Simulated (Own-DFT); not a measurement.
AlN (wurtzite, atoms displaced) (calculated)

A calculation, not a measurement: plane-wave PBE density functional theory by an unreviewed code, no spin, of a simulated periodic cell, stress positive in tension, free energy of the whole cell less one offset for each atom, forces on such cells passed a denser k mesh, this cell's mesh not checked; offsets are fitted by least squares, one for each functional and potential file, so energies compare only between cells with the same atoms and settings and are not formation energies; the far tail of each file's local potential was reset to the Coulomb form; each entry is a single point on an unrelaxed cell, so the pressure reflects the starting lattice, mostly measured values (interpolated for alloys), from which strain is counted, and rises with the displacements; printed positions are rounded, which can move forces by about a meV/angstrom; the program, named Own-DFT, is a retired in-house code; no spin-orbit coupling. Program: Own-DFT development build.

Settings shared by all entries: functional PBE; potential files PseudoDojo norm-conserving, scalar-relativistic, standard set; wave cutoff 42 hartree; occupations Fermi-Dirac; smearing width 0.1 eV; hardware one NVIDIA H100; k mesh 2 x 2 x 2 centred on Gamma.

(1) AlN (wurtzite, atoms displaced)

```
cell vectors (Å)
  12.4480     0.0000     0.0000
  -6.2240    10.7803     0.0000
   0.0000     0.0000     9.9640
atoms (fractions of the cell vectors)
Al  0.08218  0.16642  0.00045
Al  0.16839  0.08516  0.25005
N   0.08428  0.16767  0.18905
N   0.16754  0.08461  0.43981
Al  0.08145  0.16423  0.50130
Al  0.16627  0.08230  0.74897
N   0.08287  0.16789  0.68808
N   0.16663  0.08223  0.94282
Al  0.08225  0.41512  0.99903
Al  0.16888  0.33596  0.24919
N   0.08356  0.41894  0.19060
N   0.16662  0.33367  0.44233
Al  0.08313  0.41807  0.50119
Al  0.16514  0.33197  0.75040
N   0.08321  0.41577  0.69368
N   0.16870  0.33474  0.93957
Al  0.08344  0.66699  0.00020
Al  0.16575  0.58391  0.25320
N   0.08468  0.66713  0.19280
N   0.16661  0.58799  0.44418
Al  0.08386  0.66408  0.49732
Al  0.16613  0.58180  0.75513
N   0.08775  0.66969  0.69456
N   0.16719  0.58292  0.94124
Al  0.08314  0.91723  0.00168
Al  0.16903  0.83261  0.25142
N   0.08206  0.91604  0.19244
N   0.16624  0.83385  0.44010
Al  0.08454  0.91624  0.50028
Al  0.16746  0.83279  0.74998
N   0.08687  0.91866  0.69106
N   0.16455  0.83300  0.94496
Al  0.33486  0.16801  0.00108
Al  0.41533  0.08322  0.25152
N   0.33198  0.17213  0.19250
N   0.41577  0.08422  0.43971
Al  0.33247  0.16403  0.50197
Al  0.41517  0.08495  0.75244
N   0.33426  0.16830  0.68951
N   0.41560  0.08232  0.94389
Al  0.33145  0.41796  0.99683
Al  0.41633  0.33316  0.24471
N   0.33262  0.41895  0.19240
N   0.41782  0.33703  0.44077
Al  0.33356  0.41658  0.49937
Al  0.41810  0.33426  0.74963
N   0.33405  0.41742  0.69180
N   0.41876  0.33335  0.94139
Al  0.33448  0.66420  0.99951
Al  0.41716  0.58169  0.24852
N   0.33830  0.66741  0.19258
N   0.41560  0.58176  0.44366
Al  0.33292  0.66701  0.50039
Al  0.41554  0.58105  0.74969
N   0.33136  0.66686  0.69234
N   0.42095  0.58537  0.93929
Al  0.32865  0.91712  0.00071
Al  0.41580  0.83160  0.24893
N   0.33586  0.91741  0.19133
N   0.41577  0.83371  0.44044
Al  0.33342  0.91587  0.50324
Al  0.41686  0.83159  0.75013
N   0.33794  0.91694  0.69190
N   0.41549  0.83623  0.93754
Al  0.58311  0.16398  0.99549
Al  0.66623  0.08328  0.24962
N   0.58120  0.16727  0.19034
N   0.66629  0.08254  0.44061
Al  0.58415  0.16633  0.50008
Al  0.66688  0.08440  0.75020
N   0.58415  0.16734  0.69274
N   0.66711  0.08252  0.94066
Al  0.58148  0.41545  0.00297
Al  0.66733  0.33426  0.25116
N   0.58368  0.41568  0.19484
N   0.66756  0.33187  0.44081
Al  0.58155  0.41973  0.50095
Al  0.66715  0.33522  0.74777
N   0.58231  0.41739  0.69418
N   0.66567  0.33137  0.94341
Al  0.58432  0.66808  0.00208
Al  0.66585  0.58254  0.25340
N   0.58570  0.66836  0.18915
N   0.66801  0.58415  0.44389
Al  0.58234  0.66663  0.49634
Al  0.66435  0.58415  0.74867
N   0.58233  0.66416  0.69399
N   0.66843  0.58482  0.94119
Al  0.58423  0.91527  0.99762
Al  0.66622  0.83380  0.24845
N   0.58124  0.91471  0.19509
N   0.66647  0.83410  0.44526
Al  0.58409  0.91592  0.50198
Al  0.66810  0.83516  0.74838
N   0.58002  0.91679  0.68988
N   0.66751  0.83358  0.94096
Al  0.83350  0.16978  0.99991
Al  0.91547  0.07978  0.25054
N   0.83533  0.16842  0.19109
N   0.91583  0.08447  0.44063
Al  0.83356  0.16734  0.49848
Al  0.91696  0.08215  0.74800
N   0.83387  0.16431  0.69033
N   0.91910  0.08449  0.94018
Al  0.83089  0.41334  0.00110
Al  0.91521  0.33104  0.25268
N   0.83431  0.41570  0.18938
N   0.91586  0.33397  0.43985
Al  0.83410  0.41883  0.50112
Al  0.91714  0.33319  0.75147
N   0.83699  0.41878  0.69115
N   0.91660  0.33607  0.93775
Al  0.83219  0.66596  0.99885
Al  0.91840  0.58304  0.24636
N   0.83564  0.66865  0.18936
N   0.91648  0.58525  0.44084
Al  0.82936  0.66626  0.49785
Al  0.91595  0.58096  0.75028
N   0.83052  0.66504  0.69049
N   0.91737  0.58307  0.94356
Al  0.83301  0.91376  0.00385
Al  0.91832  0.83359  0.24657
N   0.83361  0.91808  0.19108
N   0.91740  0.83199  0.43843
Al  0.83193  0.91780  0.50574
Al  0.91577  0.83474  0.75066
N   0.83203  0.91548  0.69157
N   0.91649  0.83535  0.94457
```

The calculation gives: free energy of cell above offsets -62.374 eV; pressure 3.75 GPa; stress xx -3.97 GPa; stress yy -3.91 GPa; stress zz -3.37 GPa; stress yz -0.43 GPa; stress xz -0.08 GPa; stress xy -0.06 GPa; wall time 380.1 s.

Force:
| element | x (eV/Å) | y (eV/Å) | z (eV/Å) |
| --- | --- | --- | --- |
| Al | 0.466 | 0.059 | -0.078 |
| Al | -0.54 | -0.329 | -0.045 |
| N | -0.245 | 0.004 | 0.485 |
| N | -0.098 | -0.316 | 0.352 |
| Al | 0.14 | 0.64 | -0.683 |
| Al | -0.048 | 0.568 | 0.406 |
| N | 0.366 | -0.557 | 0.605 |
| N | 0.023 | 0.448 | -0.467 |
| Al | -0.056 | 0.411 | 0.25 |
| Al | -0.601 | -0.53 | 0.371 |
| N | 0.076 | -0.36 | 0.129 |
| N | -0.228 | -0.002 | -0.189 |
| Al | 0.191 | -0.174 | 0.026 |
| Al | 0.381 | 0.288 | -0.338 |
| N | -0.149 | 0.164 | -0.341 |
| N | -0.525 | -0.434 | 0.138 |
| Al | 0.135 | -0.223 | 0.156 |
| Al | 0.653 | 0.068 | -0.45 |
| N | 0.144 | 0.033 | -0.312 |
| N | 1.09 | -1.312 | -0.639 |
| Al | -1.373 | 1.218 | 1.044 |
| Al | -0.022 | 0.339 | -0.735 |
| N | -0.599 | -0.932 | -0.571 |
| N | 0.066 | -0.069 | 0.614 |
| Al | -0.093 | -0.049 | 0.156 |
| Al | -0.523 | 0.4 | -0.166 |
| N | 0.815 | 0.466 | -0.162 |
| N | 0.509 | -0.202 | 0.393 |
| Al | -0.394 | -0.023 | -0.368 |
| Al | 0.304 | 0.406 | 0.336 |
| N | -0.602 | -0.506 | 0.036 |
| N | -0.033 | 0.009 | -0.663 |
| Al | -0.358 | -0.187 | 0.051 |
| Al | 0.016 | 0.336 | -0.361 |
| N | 0.948 | -1.271 | -0.489 |
| N | 0.362 | -0.307 | 0.499 |
| Al | -0.168 | 0.995 | -0.651 |
| Al | 0.63 | -0.396 | -0.177 |
| N | -0.166 | -0.22 | 0.498 |
| N | -0.249 | 0.272 | -0.438 |
| Al | 0.931 | 0.034 | 0.435 |
| Al | -0.234 | 0.761 | 1.258 |
| N | 0.574 | -0.316 | -0.885 |
| N | 0.118 | -0.817 | -0.222 |
| Al | -0.225 | -0.233 | 0.31 |
| Al | -0.402 | -0.075 | 0.174 |
| N | -0.178 | -0.549 | -0.005 |
| N | -0.756 | 0.104 | 0.048 |
| Al | -0.377 | 0.871 | 0.028 |
| Al | 0.068 | 0.564 | 0.602 |
| N | -0.996 | -0.496 | -0.331 |
| N | -0.072 | 0.43 | -0.658 |
| Al | 0.15 | 0.229 | 0.266 |
| Al | -0.151 | 0.668 | -0.184 |
| N | 0.556 | -0.502 | -0.14 |
| N | -0.511 | -0.419 | 0.309 |
| Al | 1.052 | -0.211 | 0.051 |
| Al | 0.029 | 0.363 | 0.412 |
| N | -0.595 | -0.101 | -0.079 |
| N | 0.322 | -0.152 | 0.116 |
| Al | -0.084 | 0.187 | -0.468 |
| Al | -0.284 | 0.103 | 0.069 |
| N | -1.128 | 0.331 | 0.147 |
| N | 0.415 | -0.618 | 0.944 |
| Al | -0.342 | 0.246 | 0.905 |
| Al | -0.241 | 0.065 | -0.068 |
| N | 0.458 | -0.129 | -0.124 |
| N | 0.118 | 0.061 | 0.09 |
| Al | -0.294 | -0.076 | 0.008 |
| Al | 0.139 | -0.301 | -0.171 |
| N | -0.305 | 0.131 | -0.13 |
| N | 0.196 | 0.022 | -0.01 |
| Al | 0.681 | 0.541 | -0.27 |
| Al | 0.285 | -0.433 | -0.106 |
| N | -0.255 | 0.474 | -0.453 |
| N | -0.521 | 0.624 | 0.468 |
| Al | 0.73 | -0.895 | 0.052 |
| Al | 0.216 | -0.078 | 0.525 |
| N | 0.371 | 0.036 | -0.672 |
| N | -0.188 | 0.214 | -0.622 |
| Al | 0.486 | -0.185 | -0.681 |
| Al | 0.535 | 0.337 | -0.616 |
| N | -0.1 | -0.409 | 0.808 |
| N | -0.875 | -0.15 | -0.661 |
| Al | -0.033 | 0.028 | 1.051 |
| Al | 0.658 | -0.157 | 0.668 |
| N | -0.533 | 0.869 | -0.91 |
| N | -0.461 | -0.512 | 0.085 |
| Al | -0.732 | 0.094 | 0.523 |
| Al | 0.144 | 0.123 | 0.657 |
| N | 0.391 | 0.454 | -0.969 |
| N | 0.3 | -0.246 | -0.706 |
| Al | -0.785 | 0.182 | -0.444 |
| Al | -0.709 | -0.702 | 0.282 |
| N | 1.059 | 0.117 | 0.373 |
| N | 0.096 | 0.044 | -0.1 |
| Al | 0.593 | -0.491 | -0.099 |
| Al | 0.09 | 1.082 | -0.123 |
| N | -0.208 | -0.622 | -0.084 |
| N | 0.235 | -0.477 | 0.167 |
| Al | -0.224 | 0.014 | 0.215 |
| Al | -0.078 | 0.278 | 0.602 |
| N | -0.403 | 0.443 | -0.017 |
| N | -0.689 | -0.326 | 0.005 |
| Al | -0.085 | 0.723 | -0.148 |
| Al | 0.207 | 0.636 | -0.452 |
| N | -0.195 | -0.009 | 0.388 |
| N | 0.212 | 0.156 | 0.556 |
| Al | -0.048 | -0.099 | -0.324 |
| Al | -0.007 | -0.276 | -0.589 |
| N | -0.451 | -0.662 | -0.082 |
| N | 0.319 | -0.549 | 0.577 |
| Al | 0.339 | 0.115 | 0.116 |
| Al | -0.455 | 0.06 | 0.46 |
| N | -0.374 | -0.681 | 0.253 |
| N | 0.129 | -0.352 | -0.218 |
| Al | 1.327 | 0.583 | 0.519 |
| Al | 0.047 | 1.119 | 0.198 |
| N | 0.391 | 0.403 | 0.127 |
| N | -0.203 | -0.241 | -0.309 |
| Al | -0.466 | 1.014 | -0.589 |
| Al | -0.342 | -0.061 | 0.687 |
| N | -0.015 | -0.653 | 0.181 |
| N | -0.682 | 0.581 | 0.515 |
| Al | 0.743 | -0.296 | -1.344 |
| Al | 0.705 | -0.588 | 0.134 |
| N | 0.244 | 0.361 | 0.18 |
| N | 0.391 | -0.456 | -0.7 |

(2) AlN (wurtzite, atoms displaced)

```
cell vectors (Å)
  12.4480     0.0000     0.0000
  -6.2240    10.7803     0.0000
   0.0000     0.0000     9.9640
atoms (fractions of the cell vectors)
Al  0.07959  0.16158  0.00111
Al  0.16549  0.08025  0.24727
N   0.08253  0.16626  0.19157
N   0.16544  0.08785  0.44118
Al  0.08436  0.16617  0.49969
Al  0.16917  0.08452  0.74759
N   0.08162  0.16635  0.68956
N   0.16556  0.08399  0.93793
Al  0.08327  0.41681  0.99785
Al  0.16452  0.33302  0.24906
N   0.08155  0.41656  0.19080
N   0.16429  0.33186  0.43781
Al  0.08595  0.41587  0.49955
Al  0.16473  0.33082  0.74756
N   0.08402  0.41875  0.69096
N   0.16580  0.33161  0.94068
Al  0.08565  0.66667  0.99801
Al  0.16873  0.58390  0.24725
N   0.08248  0.66649  0.18915
N   0.16455  0.58185  0.44183
Al  0.08566  0.66443  0.49781
Al  0.16542  0.58363  0.74704
N   0.08244  0.66506  0.68968
N   0.16740  0.58520  0.94411
Al  0.08365  0.91869  0.99839
Al  0.16699  0.83264  0.25149
N   0.08178  0.91372  0.18926
N   0.16801  0.83120  0.44372
Al  0.08273  0.91582  0.50358
Al  0.16603  0.82998  0.74938
N   0.08413  0.91677  0.68937
N   0.16508  0.83371  0.93829
Al  0.33148  0.16335  0.00138
Al  0.41603  0.08314  0.25111
N   0.33321  0.16890  0.18955
N   0.41656  0.08361  0.44257
Al  0.33447  0.16654  0.49579
Al  0.41353  0.08319  0.74768
N   0.32972  0.16398  0.69183
N   0.41374  0.08008  0.93714
Al  0.33588  0.41611  0.99820
Al  0.41625  0.33269  0.24994
N   0.33619  0.41933  0.18985
N   0.40999  0.32917  0.43885
Al  0.33442  0.41811  0.49833
Al  0.41709  0.32969  0.74880
N   0.33659  0.41690  0.68985
N   0.41582  0.33168  0.94288
Al  0.33213  0.66878  0.99908
Al  0.41855  0.58226  0.24779
N   0.33044  0.66488  0.19078
N   0.41777  0.58325  0.43808
Al  0.33674  0.66841  0.49898
Al  0.41799  0.58835  0.74852
N   0.33515  0.66852  0.69168
N   0.41531  0.58343  0.94140
Al  0.33458  0.91698  0.00202
Al  0.41469  0.83196  0.24758
N   0.33825  0.91740  0.19313
N   0.41254  0.83277  0.44203
Al  0.33179  0.91678  0.49995
Al  0.41851  0.83372  0.75151
N   0.33295  0.91842  0.68948
N   0.41563  0.83122  0.93812
Al  0.58187  0.16565  0.99788
Al  0.66185  0.07837  0.25094
N   0.58151  0.16936  0.19150
N   0.66557  0.08645  0.43892
Al  0.58351  0.16413  0.50197
Al  0.66456  0.08145  0.75174
N   0.58504  0.16608  0.69044
N   0.66769  0.08593  0.93993
Al  0.58090  0.41768  0.00190
Al  0.66722  0.33486  0.25000
N   0.58457  0.41539  0.18955
N   0.66749  0.33047  0.44224
Al  0.58444  0.41516  0.50040
Al  0.67060  0.33451  0.74814
N   0.58529  0.41683  0.68891
N   0.66773  0.33340  0.93911
Al  0.58605  0.66907  0.00028
Al  0.66734  0.58468  0.24678
N   0.58349  0.66428  0.19374
N   0.66836  0.58465  0.44122
Al  0.58310  0.66660  0.50151
Al  0.66844  0.58234  0.74967
N   0.58470  0.66686  0.69184
N   0.66694  0.58621  0.94117
Al  0.58812  0.91902  0.00127
Al  0.66820  0.83374  0.24863
N   0.58454  0.91506  0.18829
N   0.66628  0.83100  0.43921
Al  0.58412  0.91820  0.50019
Al  0.66603  0.83511  0.74660
N   0.58247  0.91572  0.69051
N   0.66557  0.83259  0.93993
Al  0.83365  0.16577  0.99738
Al  0.91659  0.08439  0.25135
N   0.83447  0.16737  0.18898
N   0.91372  0.08134  0.44276
Al  0.83160  0.16510  0.49690
Al  0.91615  0.08245  0.75144
N   0.83469  0.16763  0.69030
N   0.91968  0.08371  0.93890
Al  0.83283  0.41775  0.99889
Al  0.91768  0.33440  0.25047
N   0.83334  0.41723  0.19019
N   0.91648  0.33440  0.44369
Al  0.83309  0.41715  0.50284
Al  0.91725  0.33369  0.75021
N   0.83393  0.41669  0.69329
N   0.91631  0.33126  0.94082
Al  0.83475  0.66748  0.99796
Al  0.91434  0.58384  0.24840
N   0.83165  0.66801  0.19202
N   0.91894  0.58422  0.44138
Al  0.83615  0.66503  0.50009
Al  0.92031  0.58243  0.75087
N   0.83415  0.66876  0.69153
N   0.91513  0.58286  0.94103
Al  0.83454  0.91729  0.00018
Al  0.91538  0.83168  0.25070
N   0.83531  0.91975  0.19122
N   0.91614  0.83378  0.43933
Al  0.83822  0.91787  0.50338
Al  0.91680  0.83419  0.75250
N   0.83359  0.91406  0.69171
N   0.91770  0.83557  0.94203
```

It finds free energy of cell above offsets -62.345 eV; pressure 3.75 GPa; stress xx -3.71 GPa; stress yy -3.96 GPa; stress zz -3.58 GPa; stress yz -0.09 GPa; stress xz 0.32 GPa; stress xy 0.63 GPa; wall time 362.6 s.

Force:
| element | x (eV/Å) | y (eV/Å) | z (eV/Å) |
| --- | --- | --- | --- |
| Al | 0.486 | 1.354 | -0.038 |
| Al | -0.395 | 0.513 | 0.522 |
| N | 0.176 | -0.233 | -0.122 |
| N | 1.287 | -1.476 | -0.429 |
| Al | -1.049 | 0.365 | 0.056 |
| Al | -1.093 | -0.463 | 0.202 |
| N | 0.37 | -0.278 | 0.003 |
| N | 0.361 | -0.212 | 0.377 |
| Al | 0.246 | -0.244 | 0.276 |
| Al | 0.531 | 0.21 | -0.388 |
| N | 0.382 | 0.164 | -0.24 |
| N | 0.523 | 0.238 | 0.424 |
| Al | -0.841 | 0.018 | 0.025 |
| Al | 0.439 | 0.659 | 0.478 |
| N | 0.225 | -0.367 | -0.038 |
| N | 0.11 | -0.041 | -0.016 |
| Al | -0.919 | 0.255 | 0.414 |
| Al | -0.909 | -0.459 | 0.529 |
| N | 0.123 | 0.141 | 0.223 |
| N | 1.189 | 0.098 | -0.411 |
| Al | -0.659 | 0.201 | 0.252 |
| Al | 0.704 | 0.066 | 0.576 |
| N | 0.251 | 0.197 | -0.055 |
| N | -0.027 | -0.465 | -1.029 |
| Al | 0.243 | -0.347 | -0.028 |
| Al | 0.052 | -0.162 | -0.121 |
| N | 0.287 | 0.326 | 0.172 |
| N | -0.807 | 0.368 | -0.53 |
| Al | 0.054 | 0.256 | -0.883 |
| Al | -0.151 | 0.734 | -0.19 |
| N | -0.1 | -0.157 | 0.644 |
| N | 0.501 | -0.024 | 0.486 |
| Al | -0.071 | 0.442 | -0.488 |
| Al | 0.038 | 0.467 | -0.021 |
| N | 0.214 | -1.003 | 0.285 |
| N | 0.099 | -0.155 | -0.31 |
| Al | -0.77 | -0.227 | 0.668 |
| Al | 0.72 | -0.095 | 0.049 |
| N | 0.807 | 0.682 | -0.824 |
| N | 0.199 | 0.431 | 0.55 |
| Al | -0.98 | 0.118 | 0.033 |
| Al | -0.084 | 0.425 | -0.185 |
| N | -0.323 | -0.798 | 0.016 |
| N | 1.264 | 0.893 | 0.184 |
| Al | -0.322 | -0.399 | 0.174 |
| Al | -0.293 | 0.72 | 0.234 |
| N | -0.552 | 0.067 | 0.044 |
| N | 0.372 | -0.266 | -0.547 |
| Al | 0.763 | -0.654 | 0.173 |
| Al | -0.603 | 0.282 | 0.077 |
| N | 0.877 | 0.54 | -0.16 |
| N | -0.188 | 0.145 | 0.307 |
| Al | -0.586 | -0.499 | 0.022 |
| Al | 0.611 | -1.166 | 0.534 |
| N | -0.521 | -0.043 | -0.431 |
| N | 0.327 | 0.351 | -0.049 |
| Al | -0.251 | -0.379 | -0.588 |
| Al | 0.852 | -0.334 | 0.675 |
| N | -1.271 | 0.081 | -0.442 |
| N | 1.015 | 0.437 | -0.489 |
| Al | 0.285 | 0.059 | 0.286 |
| Al | -0.814 | 0.182 | -0.515 |
| N | 0.391 | -0.576 | 0.214 |
| N | 0.254 | 0.97 | 0.804 |
| Al | -0.245 | 0.485 | 0.286 |
| Al | 0.263 | 1.337 | -0.623 |
| N | 0.538 | -0.789 | -0.309 |
| N | 0.622 | -1.135 | 0.132 |
| Al | -0.58 | 0.588 | -0.13 |
| Al | 0.504 | 0.526 | -0.434 |
| N | -0.616 | -0.037 | 0.262 |
| N | 0.097 | -0.7 | 0.248 |
| Al | 0.817 | -0.172 | -0.586 |
| Al | 0.396 | -0.284 | 0.148 |
| N | -0.581 | 0.426 | 0.449 |
| N | -0.437 | 0.374 | -0.077 |
| Al | -0.503 | 0.177 | -0.551 |
| Al | -0.686 | -0.42 | 0.388 |
| N | -0.064 | -0.39 | 0.351 |
| N | -0.595 | 0.047 | 0.109 |
| Al | -0.793 | -0.527 | 0.003 |
| Al | 0.097 | -0.65 | 0.886 |
| N | -0.223 | 0.874 | -0.841 |
| N | 0.073 | -0.541 | -0.14 |
| Al | 0.435 | -0.116 | -0.257 |
| Al | -0.413 | 0.276 | -0.017 |
| N | -0.173 | 0.15 | -0.119 |
| N | 0.425 | -0.525 | -0.006 |
| Al | -0.778 | -0.384 | -0.624 |
| Al | 0.212 | -0.303 | 0.378 |
| N | -0.544 | -0.125 | 0.47 |
| N | -0.128 | 0.841 | 0.451 |
| Al | -0.064 | -0.441 | -0.44 |
| Al | 0.643 | -0.609 | 0.434 |
| N | 0.028 | 0.413 | -0.129 |
| N | 0.405 | 0.639 | -0.063 |
| Al | 0.158 | 0.266 | 0.414 |
| Al | -0.006 | 0.013 | 0.066 |
| N | -0.541 | -0.353 | 0.321 |
| N | 0.437 | 0.344 | -0.26 |
| Al | 0.119 | 0.585 | 0.555 |
| Al | 0.028 | 0.106 | -0.636 |
| N | -0.395 | -0.547 | 0.08 |
| N | -0.985 | -0.561 | 0.22 |
| Al | 0.295 | -0.524 | 0.206 |
| Al | -0.431 | -0.152 | 0.133 |
| N | -0.042 | 0.074 | 0.029 |
| N | 0.228 | -0.218 | -0.339 |
| Al | 0.347 | -0.046 | -0.369 |
| Al | 0.162 | -0.253 | -0.074 |
| N | 0.332 | 0.296 | -0.326 |
| N | -0.235 | 0.568 | -0.142 |
| Al | -0.307 | 0.112 | 0.298 |
| Al | 0.551 | -0.084 | 0.174 |
| N | 0.474 | -0.163 | -0.618 |
| N | -0.069 | -0.31 | -0.217 |
| Al | -0.771 | 0.473 | 0.119 |
| Al | -1.165 | 0.257 | -0.077 |
| N | 0.707 | -0.442 | 0.113 |
| N | 0.592 | 0.277 | -0.09 |
| Al | -0.303 | -0.007 | 0.017 |
| Al | -0.128 | 0.552 | -0.093 |
| N | 0.031 | -0.539 | -0.234 |
| N | 0.68 | -0.229 | 0.333 |
| Al | -0.97 | -0.54 | -0.525 |
| Al | 0.402 | -0.187 | -0.251 |
| N | -0.42 | 0.622 | 0.157 |
| N | 0.043 | -0.335 | -0.051 |
